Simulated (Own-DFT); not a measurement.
# Point defects and the pressure they add: 2H SiC

The numbers are computed, not measured, by runs of the plane-wave DFT program Own-DFT (in-house, retired, unreviewed) at fixed positions, with no spin and no spin-orbit coupling.

Settings: PBE; PseudoDojo norm-conserving scalar-relativistic files; cutoff 42 hartree; 4 x 4 x 3 k mesh centred on Gamma; Fermi-Dirac smearing of 0.1 eV.

Keep in mind (not all hold for every row): not probed for a lower state with spin; forces on such cells moved up to 12 meV/angstrom on a denser k mesh; forces on such cells passed a denser k mesh, each cell not checked; stress not checked against mesh or cutoff.

All runs share one cell, with vectors in Å (9.248, 0.000, 0.000); (-4.624, 8.009, 0.000); (0.000, 0.000, 10.068) and a volume of 745.7 Å³. The atoms are randomly displaced, by u rms on each axis. The defect's site can differ from row to row.

```
                    cell     formula   u (Å)  P (GPa)
               no defect     C36Si36  0.0315     4.07
               no defect     C36Si36  0.0328     3.92
               no defect     C36Si36  0.0610     6.39
      one C on a Si site     C37Si35  0.0281     1.84
      one C on a Si site     C37Si35  0.0496     3.20
      one C on a Si site     C37Si35  0.0505     3.78
  two N on a C site each   C34N2Si36  0.0318     2.78
  two N on a C site each   C34N2Si36  0.0490     4.33
  two N on a C site each   C34N2Si36  0.0518     4.73
           one C vacancy     C35Si36  0.0298     3.76
           one C vacancy     C35Si36  0.0301     3.62
           one C vacancy     C35Si36  0.0313     4.03
two Al on a Si site each  Al2C36Si34  0.0300     5.92
two Al on a Si site each  Al2C36Si34  0.0311     5.95
two Al on a Si site each  Al2C36Si34  0.0493        ?
two Al on a Si site each  Al2C36Si34  0.0532     7.44
```

## Analysis

P = P0 + c u² + a shift for each defect gives P0 = 3.01 GPa, c = 923 ± 60 GPa/Å² and a scatter of 0.20 GPa. The shifts, and each times the cell's volume:

- two Al on a Si site each: 1.98 ± 0.16 GPa, 9.2 eV (4.6 eV for each of its 2 sites)
- one C vacancy: -0.06 ± 0.17 GPa, -0.3 eV (not resolved)
- two N on a C site each: -0.94 ± 0.16 GPa, -4.4 eV (-2.2 eV for each of its 2 sites)
- one C on a Si site: -1.86 ± 0.16 GPa, -8.6 eV

A positive shift means that the defect pushes the cell outwards. Shift times volume (160.2 GPa Å³ is 1 eV) depends little on the cell's size, so, taken for each site, it can be compared between cells at like pressure. The atoms around the defects weren't relaxed, which would change these numbers.

## Withheld run

Asked: what pressure belongs in the blank (two Al on a Si site each, u = 0.0493 Å)?

The fitted form gives 7.23 ± 0.23 GPa. The hidden result is 6.95 GPa.
